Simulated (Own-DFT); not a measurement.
# Which arrangement is lower? Ga48P48, 96 atoms

All numbers below are calculated, not measured. They come from Own-DFT, an in-house plane-wave density functional program, since retired, whose code no person has reviewed. Each row is one single-point run on a periodic cell that was not relaxed, without spin or spin-orbit coupling.

Settings of every run: PBE; PseudoDojo norm-conserving scalar-relativistic files; cutoff 42 hartree; 2 x 3 x 3 k mesh centred on Gamma; Fermi-Dirac smearing of 0.1 eV.

Known limits, some of them of some rows only: not probed for a lower state with spin; forces on such cells failed a check on a denser k mesh; forces on such cells passed a denser k mesh, each cell not checked; stress not checked against mesh or cutoff.

All cells hold the same atoms in the same cell, with vectors in Å (16.352, 0.000, 0.000); (0.000, 10.901, 0.000); (0.000, 0.000, 10.901). Every atom was moved at random from its ideal site; u is the rms move along one axis. The defect's site can differ from row to row. E is the free energy of the cell above the lowest run. The arrangements:

- A: zincblende GaP
- B: zincblende GaP, with one Ga on a P site and one P on a Ga site, 2.4 Å apart

| arrangement | u (Å) | E (eV) | P (GPa) |
|---|---|---|---|
| A | 0.0194 | 0.000 | 2.71 |
| A | 0.0198 | 0.016 | 2.72 |
| A | 0.0204 | 0.041 | 2.72 |
| A | 0.0470 | 2.831 | 3.15 |
| A | 0.0484 | 3.386 | 3.23 |
| A | 0.0507 | 3.496 | 3.22 |
| B | 0.0286 | 3.689 | 2.90 |
| B | 0.0293 | 3.745 | 2.92 |
| B | 0.0317 | 4.180 | 2.96 |
| B | 0.0511 | 6.888 | 3.38 |
| B | 0.0520 | 7.277 | 3.48 |
| B | 0.0525 | 6.732 | 3.35 |

Question: once the cost of the random moves is taken out, how do the arrangements rank?

## Worked answer

Fit E = a + b u², with one b for all and one a for each arrangement, and with residuals divided by u², since the noise grows with the moves. Then b = 1671 eV/Å², the scatter at u = 0.04 Å is 0.15 eV, and against A:

- B: 3.02 ± 0.06 eV (higher)

These are energies of unrelaxed cells. Relaxing the atoms lowers the strained arrangements most, so the gaps would shrink and small ones could change sign.
